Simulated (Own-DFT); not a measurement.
Simulation results for GaN (wurtzite, atoms displaced)

A calculation, not a measurement: plane-wave PBE density functional theory by an unreviewed code, no spin, of a simulated periodic cell, stress positive in tension, free energy of the whole cell less one offset for each atom, forces on such cells passed a denser k mesh, this cell's mesh not checked; offsets are fitted by least squares, one for each functional and potential file, so energies compare only between cells with the same atoms and settings and are not formation energies; the far tail of each file's local potential was reset to the Coulomb form; each entry is a single point on an unrelaxed cell, so the pressure reflects the starting lattice, mostly measured values (interpolated for alloys), from which strain is counted, and rises with the displacements; printed positions are rounded, which can move forces by about a meV/angstrom; the program, named Own-DFT, is a retired in-house code; no spin-orbit coupling. Program: Own-DFT development build.

Common to all runs: functional PBE; potential files PseudoDojo norm-conserving, scalar-relativistic, standard set with the stringent files for Ga; wave cutoff 96 hartree; occupations Gaussian; smearing width 0.01 eV; k mesh 3 x 4 x 3 centred on Gamma.

(1) GaN (wurtzite, atoms displaced)

```
cell vectors (Å)
  12.7560     0.0000     0.0000
  -4.7835     8.2853     0.0000
   0.0000     0.0000    10.3700
atoms (fractions of the cell vectors)
Ga  0.08061  0.22334  0.00345
Ga  0.16494  0.10411  0.24853
N   0.07760  0.21326  0.18300
N   0.16851  0.11691  0.45422
Ga  0.07659  0.21754  0.49870
Ga  0.16939  0.11380  0.74849
N   0.08235  0.22224  0.68085
N   0.15920  0.11916  0.93410
Ga  0.08460  0.55392  0.99190
Ga  0.16066  0.44725  0.24973
N   0.07367  0.55515  0.18344
N   0.16736  0.45185  0.43870
Ga  0.07811  0.55423  0.49403
Ga  0.17169  0.44533  0.74882
N   0.08424  0.55320  0.68383
N   0.16700  0.44778  0.94262
Ga  0.08848  0.89450  0.99625
Ga  0.16721  0.78633  0.25770
N   0.08152  0.88843  0.19118
N   0.16885  0.77361  0.43760
Ga  0.07531  0.88400  0.50290
Ga  0.16270  0.77290  0.75260
N   0.08364  0.89551  0.68784
N   0.16859  0.77117  0.93987
Ga  0.33593  0.22276  0.99429
Ga  0.41586  0.10978  0.24886
N   0.33082  0.22956  0.17847
N   0.41811  0.11460  0.44123
Ga  0.33001  0.22558  0.49878
Ga  0.41325  0.10446  0.74818
N   0.33308  0.22484  0.68392
N   0.42090  0.10841  0.93551
Ga  0.33201  0.54853  0.99613
Ga  0.42261  0.44657  0.24614
N   0.32741  0.55020  0.17769
N   0.41168  0.44601  0.44410
Ga  0.32794  0.55387  0.49466
Ga  0.41147  0.43951  0.75645
N   0.33686  0.56492  0.69325
N   0.41993  0.44698  0.93737
Ga  0.33440  0.88565  0.99310
Ga  0.41570  0.76929  0.24071
N   0.33395  0.89443  0.18456
N   0.41923  0.77856  0.44307
Ga  0.33400  0.88084  0.48717
Ga  0.41872  0.77635  0.74925
N   0.33204  0.88676  0.68836
N   0.42219  0.77698  0.94213
Ga  0.58421  0.21522  0.99993
Ga  0.66122  0.11146  0.24986
N   0.57835  0.21770  0.18500
N   0.66540  0.10496  0.44006
Ga  0.58645  0.22478  0.50381
Ga  0.66704  0.11756  0.75133
N   0.57913  0.21351  0.70021
N   0.66928  0.11244  0.94327
Ga  0.58624  0.55800  0.99987
Ga  0.66700  0.44187  0.25471
N   0.59349  0.56682  0.19599
N   0.66313  0.44668  0.43816
Ga  0.58223  0.55182  0.51131
Ga  0.66197  0.44651  0.75681
N   0.57898  0.54638  0.69460
N   0.66178  0.44077  0.93638
Ga  0.58402  0.88799  0.00273
Ga  0.66720  0.78280  0.24240
N   0.58670  0.89591  0.18358
N   0.66631  0.78101  0.43210
Ga  0.58404  0.88546  0.50357
Ga  0.66254  0.77437  0.74506
N   0.58500  0.88682  0.68918
N   0.66646  0.76846  0.94161
Ga  0.83625  0.21500  0.99122
Ga  0.91854  0.10727  0.24956
N   0.83025  0.22991  0.19026
N   0.92401  0.11569  0.44123
Ga  0.82820  0.23221  0.50448
Ga  0.91025  0.10157  0.75044
N   0.83509  0.21745  0.68371
N   0.90925  0.09962  0.93689
Ga  0.83213  0.56005  0.00531
Ga  0.91870  0.44377  0.24608
N   0.83089  0.55909  0.18010
N   0.91523  0.44114  0.44200
Ga  0.82741  0.55012  0.50262
Ga  0.91890  0.44522  0.74333
N   0.83776  0.56167  0.68477
N   0.91607  0.45081  0.93932
Ga  0.82518  0.88541  0.99625
Ga  0.91284  0.76418  0.24961
N   0.83016  0.88909  0.18432
N   0.91074  0.77709  0.44188
Ga  0.83993  0.89590  0.50973
Ga  0.92155  0.78094  0.76399
N   0.83307  0.88312  0.69082
N   0.91501  0.77892  0.93374
```

```
free energy of cell above offsets : -5.526 eV
pressure                          : 6.8 GPa
stress xx                         : -6.41 GPa
stress yy                         : -6.53 GPa
stress zz                         : -7.46 GPa
stress yz                         : -0.47 GPa
stress xz                         : 0.01 GPa
stress xy                         : -0.6 GPa
```

Force:
| element | x (eV/Å) | y (eV/Å) | z (eV/Å) |
| --- | --- | --- | --- |
| Ga | -0.633 | 0.085 | -0.906 |
| Ga | -0.373 | 1.49 | 0.9 |
| N | 0.585 | 1.11 | 1.406 |
| N | -0.619 | -1.649 | -2.625 |
| Ga | 1.614 | 1.876 | 0.34 |
| Ga | -0.828 | 0.346 | -0.66 |
| N | -0.15 | 0.064 | 1.881 |
| N | 2.222 | -0.866 | 0.222 |
| Ga | -1.286 | -0.203 | 1.257 |
| Ga | 0.424 | -0.457 | -0.457 |
| N | 1.994 | 1.183 | 0.228 |
| N | -0.553 | -1.154 | -0.746 |
| Ga | 0.91 | 0.115 | 0.999 |
| Ga | -0.928 | -0.468 | -0.145 |
| N | -0.02 | 0.232 | 0.33 |
| N | 0.386 | -1.079 | -1.178 |
| Ga | -0.515 | -0.408 | 0.421 |
| Ga | 0.595 | -0.993 | -1.875 |
| N | -0.067 | -0.417 | -0.721 |
| N | -1.471 | 0.554 | 0.509 |
| Ga | 0.968 | 0.581 | -0.197 |
| Ga | 0.446 | 0.471 | -1.09 |
| N | 0.482 | -1.092 | 0.766 |
| N | -0.948 | 1.35 | -0.428 |
| Ga | -0.289 | -0.302 | -0.155 |
| Ga | -0.659 | 0.594 | 0.265 |
| N | 0.768 | -0.903 | 1.245 |
| N | -0.12 | -0.252 | -0.541 |
| Ga | 1.27 | -0.04 | 0.193 |
| Ga | -0.563 | 0.14 | -0.257 |
| N | 0.527 | -0.189 | 1.24 |
| N | -1.156 | -0.029 | 0.179 |
| Ga | -0.039 | 0.825 | -0.21 |
| Ga | -0.812 | 0.276 | 0.71 |
| N | 0.485 | 0.047 | 1.746 |
| N | 1.152 | 0.158 | -1.157 |
| Ga | 0.616 | 0.629 | 1.154 |
| Ga | 0.035 | 0.373 | -1.361 |
| N | 0.366 | -1.777 | -0.913 |
| N | -0.001 | -0.495 | 0.666 |
| Ga | 0.325 | 0.179 | 0.72 |
| Ga | -0.371 | 0.891 | 0.686 |
| N | 0.085 | -1.093 | 0.325 |
| N | 0.44 | -0.68 | -1.688 |
| Ga | -0.625 | 1.534 | 1.947 |
| Ga | -0.545 | 1.254 | 0.526 |
| N | -0.037 | -0.52 | -0.431 |
| N | -0.683 | -0.39 | -0.669 |
| Ga | -0.45 | 0.975 | -0.174 |
| Ga | 1.062 | 0.276 | 0.249 |
| N | 0.1 | 1.021 | 0.618 |
| N | -0.657 | 0.926 | -0.085 |
| Ga | -0.539 | -0.8 | 0.237 |
| Ga | 1.205 | -1.147 | 0.445 |
| N | -0.184 | 1.722 | -1.76 |
| N | 0.301 | -0.677 | -1.033 |
| Ga | -0.032 | -1.148 | 0.947 |
| Ga | -0.286 | 0.051 | -1.009 |
| N | -0.838 | -1.945 | -1.397 |
| N | 0.695 | -0.705 | 0.624 |
| Ga | -1.044 | 0.997 | -1.708 |
| Ga | 1.803 | -0.67 | -0.812 |
| N | -0.641 | 0.911 | -0.328 |
| N | 0.761 | 0.08 | 1.413 |
| Ga | 0.482 | 0.131 | -1.003 |
| Ga | 0.226 | 0.674 | 1.55 |
| N | -0.611 | -0.828 | 0.906 |
| N | 0.762 | -0.434 | 1.371 |
| Ga | 0.222 | -0.005 | -0.579 |
| Ga | 0.817 | -0.215 | 0.975 |
| N | -0.39 | 0.719 | 0.322 |
| N | -1.491 | 1.072 | -1.383 |
| Ga | -1.393 | 1.826 | 1.652 |
| Ga | -1.514 | 0.045 | 0.473 |
| N | 0.822 | -1.591 | -0.634 |
| N | -2.71 | -0.989 | -1.022 |
| Ga | 1.504 | -2.036 | -1.171 |
| Ga | 1.036 | 0.915 | -0.492 |
| N | -1.017 | 0.423 | 1.392 |
| N | 1.026 | 1.043 | -0.425 |
| Ga | 0.096 | -0.662 | -2.456 |
| Ga | -1.458 | -0.227 | 0.512 |
| N | 0.308 | -1.381 | 2.42 |
| N | -1.082 | 1.073 | -1.278 |
| Ga | 0.289 | 0.95 | -0.265 |
| Ga | -0.343 | -0.053 | 0.935 |
| N | -0.685 | -0.721 | 1.124 |
| N | 0.406 | -0.94 | -0.89 |
| Ga | 1.574 | -0.114 | 0.97 |
| Ga | -1.058 | 2.205 | 0.512 |
| N | 1.077 | -0.12 | 0.099 |
| N | 0.978 | -0.715 | -0.922 |
| Ga | -1.427 | -0.358 | -1.666 |
| Ga | -0.211 | -0.409 | -3.834 |
| N | -0.339 | -0.226 | 0.687 |
| N | 0.442 | 0.187 | 3.441 |

(2) GaN (wurtzite, atoms displaced)

```
cell vectors (Å)
  12.7560     0.0000     0.0000
  -4.7835     8.2853     0.0000
   0.0000     0.0000    10.3700
atoms (fractions of the cell vectors)
Ga  0.08513  0.21649  0.99783
Ga  0.16874  0.11507  0.24779
N   0.08310  0.22819  0.20219
N   0.16340  0.11365  0.43623
Ga  0.08027  0.22089  0.49404
Ga  0.17005  0.10923  0.75142
N   0.08447  0.22682  0.68566
N   0.16751  0.11237  0.93878
Ga  0.08642  0.55306  0.99145
Ga  0.17089  0.44157  0.25035
N   0.08504  0.54812  0.17365
N   0.17093  0.44761  0.43733
Ga  0.08126  0.55211  0.49796
Ga  0.16487  0.44062  0.74749
N   0.07882  0.54785  0.69041
N   0.16152  0.44729  0.93922
Ga  0.08059  0.88121  0.00095
Ga  0.17339  0.76991  0.24005
N   0.07464  0.88732  0.19687
N   0.16986  0.77175  0.43470
Ga  0.07805  0.87373  0.50150
Ga  0.16995  0.78929  0.75619
N   0.07809  0.89009  0.69320
N   0.17504  0.78049  0.93474
Ga  0.34037  0.21865  0.98857
Ga  0.41561  0.10832  0.25872
N   0.33738  0.22259  0.18555
N   0.41466  0.11061  0.44078
Ga  0.32533  0.21990  0.50573
Ga  0.41536  0.11133  0.75193
N   0.33006  0.22583  0.68547
N   0.41556  0.10778  0.93441
Ga  0.33426  0.54813  0.00377
Ga  0.41988  0.45366  0.25537
N   0.32828  0.54784  0.19158
N   0.42039  0.44485  0.43059
Ga  0.33216  0.55131  0.49570
Ga  0.41925  0.45283  0.74662
N   0.33799  0.55548  0.69054
N   0.41519  0.44607  0.94259
Ga  0.33414  0.88739  0.00314
Ga  0.41657  0.78492  0.24329
N   0.32920  0.89102  0.18740
N   0.41050  0.77799  0.44192
Ga  0.32991  0.88709  0.49958
Ga  0.40484  0.76791  0.75268
N   0.33350  0.87819  0.69203
N   0.41785  0.77890  0.94163
Ga  0.58506  0.22370  0.99413
Ga  0.65964  0.10695  0.25599
N   0.58369  0.21804  0.19127
N   0.66554  0.11391  0.43456
Ga  0.58169  0.22267  0.50072
Ga  0.66274  0.10643  0.75781
N   0.58407  0.21930  0.69277
N   0.67469  0.11858  0.94086
Ga  0.58099  0.54845  0.99356
Ga  0.66826  0.44686  0.25068
N   0.58232  0.54441  0.18531
N   0.66554  0.44837  0.43970
Ga  0.58740  0.55613  0.50472
Ga  0.66861  0.45079  0.74998
N   0.58216  0.55251  0.67969
N   0.67482  0.44176  0.92834
Ga  0.58985  0.89534  0.00775
Ga  0.66774  0.77434  0.25360
N   0.58331  0.89312  0.19506
N   0.66793  0.78815  0.44803
Ga  0.57646  0.88350  0.50392
Ga  0.66666  0.77728  0.75586
N   0.58320  0.88915  0.68013
N   0.66737  0.78245  0.93311
Ga  0.83697  0.22111  0.99710
Ga  0.91385  0.09800  0.24323
N   0.83289  0.22220  0.18736
N   0.91928  0.11761  0.43934
Ga  0.83055  0.21817  0.50108
Ga  0.91412  0.11465  0.74820
N   0.82713  0.22196  0.68609
N   0.91580  0.10260  0.94080
Ga  0.83347  0.55681  0.00261
Ga  0.93698  0.45419  0.24846
N   0.83497  0.56088  0.19247
N   0.91397  0.44894  0.42958
Ga  0.83332  0.56731  0.50765
Ga  0.92053  0.45290  0.75186
N   0.83677  0.55763  0.68839
N   0.91384  0.43017  0.94081
Ga  0.83334  0.89690  0.00368
Ga  0.92091  0.77558  0.24309
N   0.83507  0.87603  0.18320
N   0.91875  0.77803  0.43955
Ga  0.83421  0.88702  0.50112
Ga  0.91570  0.78070  0.74828
N   0.82864  0.87609  0.67996
N   0.91483  0.77808  0.94431
```

```
free energy of cell above offsets : -4.613 eV
pressure                          : 6.99 GPa
stress xx                         : -7.86 GPa
stress yy                         : -5.16 GPa
stress zz                         : -7.93 GPa
stress yz                         : 0.22 GPa
stress xz                         : 0.23 GPa
stress xy                         : -0.38 GPa
```

Force:
| element | x (eV/Å) | y (eV/Å) | z (eV/Å) |
| --- | --- | --- | --- |
| Ga | -0.939 | 1.11 | 0.971 |
| Ga | 0.501 | -0.164 | 0.176 |
| N | 0.497 | -1.72 | -2.36 |
| N | 0.834 | -1.116 | 0.501 |
| Ga | 0.383 | 0.497 | 0.632 |
| Ga | -1.753 | 0.587 | -0.294 |
| N | 0.131 | -1.277 | 0.251 |
| N | 0.977 | -0.733 | -0.05 |
| Ga | -1.971 | 0.523 | 0.109 |
| Ga | -1.283 | 0.448 | 0.462 |
| N | 1.463 | 1.63 | 1.034 |
| N | -0.843 | -0.443 | 0.115 |
| Ga | -0.183 | -0.343 | 0.403 |
| Ga | 0.188 | 0.523 | 0.357 |
| N | 0.697 | 1.731 | -0.497 |
| N | 3.171 | -1.672 | -0.882 |
| Ga | 0.087 | 0.685 | 0.511 |
| Ga | -2.824 | -0.35 | 1.35 |
| N | 3.877 | 1.145 | -1.947 |
| N | -1.145 | 0.194 | -0.196 |
| Ga | 0.627 | 1.634 | -0.523 |
| Ga | -0.02 | -1.411 | -1.684 |
| N | 1.523 | -0.073 | -0.686 |
| N | -1.511 | -0.272 | 1.409 |
| Ga | -1.862 | 0.603 | 2.282 |
| Ga | -0.338 | 1.173 | -1.201 |
| N | -0.395 | 0.052 | -0.196 |
| N | -0.392 | -0.025 | 0.898 |
| Ga | 0.606 | 0.263 | -1.959 |
| Ga | 0.588 | -0.231 | -1.443 |
| N | 1.117 | -0.112 | 1.381 |
| N | 1.166 | -0.235 | 0.263 |
| Ga | -1.663 | 0.969 | -0.034 |
| Ga | 0.574 | -1.552 | -1.964 |
| N | 1.041 | 1.861 | -0.705 |
| N | -0.337 | 0.007 | 2.694 |
| Ga | 0.558 | 0.696 | 0.459 |
| Ga | 0.628 | -0.944 | 0.644 |
| N | -1.519 | -0.398 | -0.894 |
| N | 1.129 | -0.773 | -1.613 |
| Ga | 0.546 | 0.323 | -0.569 |
| Ga | 0.119 | -1.239 | 1.335 |
| N | 1.613 | 0.575 | -0.338 |
| N | 0.943 | -0.361 | -1.25 |
| Ga | 0.329 | 0.254 | 0.658 |
| Ga | 2.598 | 0.656 | 0.44 |
| N | -2.185 | 1.948 | -0.879 |
| N | 0.491 | -0.291 | 0.438 |
| Ga | 0.322 | -0.25 | 1.203 |
| Ga | 1.665 | 1.577 | -0.838 |
| N | -1.073 | 0.514 | -0.946 |
| N | -0.225 | -0.535 | 1.595 |
| Ga | 0.435 | 0.1 | 0.322 |
| Ga | 0.341 | -0.163 | -1.364 |
| N | -0.877 | 0.551 | -0.352 |
| N | -0.986 | -1.329 | 0.133 |
| Ga | 0.806 | 0.819 | 0.757 |
| Ga | 0.908 | -0.827 | 0.318 |
| N | -0.778 | 1.658 | -0.385 |
| N | 0.757 | -0.281 | 0.079 |
| Ga | -1.056 | 0.549 | -2.153 |
| Ga | 0.498 | -0.945 | -1.416 |
| N | 0.02 | 0.333 | 2.872 |
| N | -1.72 | 0.365 | 1.64 |
| Ga | -0.743 | -0.236 | -0.823 |
| Ga | -0.087 | -0.156 | 0.263 |
| N | 0.716 | -1.36 | -0.774 |
| N | 0.602 | -1.428 | -1.763 |
| Ga | -0.22 | 1.086 | -1.314 |
| Ga | -0.599 | 0.337 | -2.474 |
| N | -0.334 | -0.498 | 3.013 |
| N | 0.187 | -0.724 | 1.915 |
| Ga | 0.131 | -0.519 | 1.657 |
| Ga | -1.032 | 1.308 | 1.064 |
| N | 0.44 | -0.443 | 0.16 |
| N | -0.602 | -1.462 | -0.633 |
| Ga | -0.391 | 0.786 | -0.867 |
| Ga | 0.422 | -0.503 | -0.45 |
| N | 0.598 | 0.208 | 0.802 |
| N | 0.187 | 1.604 | -1.043 |
| Ga | 0.874 | -0.402 | 0.4 |
| Ga | -3.441 | -1.999 | -0.012 |
| N | 0.739 | -1.514 | -0.883 |
| N | 0.571 | -0.099 | 1.625 |
| Ga | 0.678 | -1.697 | -1.751 |
| Ga | -0.499 | -1.646 | 0.204 |
| N | -0.569 | 0.202 | 0.705 |
| N | -0.292 | 2.944 | -0.822 |
| Ga | 0.472 | -2.152 | -0.748 |
| Ga | -1.589 | -1.085 | 1.981 |
| N | -1.738 | 0.848 | 1.145 |
| N | -0.785 | 0.279 | -0.691 |
| Ga | -0.087 | 1.003 | -1.08 |
| Ga | -0.259 | -0.482 | 1.213 |
| N | -0.386 | 1.351 | 2.051 |
| N | 0.159 | -0.038 | -1.145 |
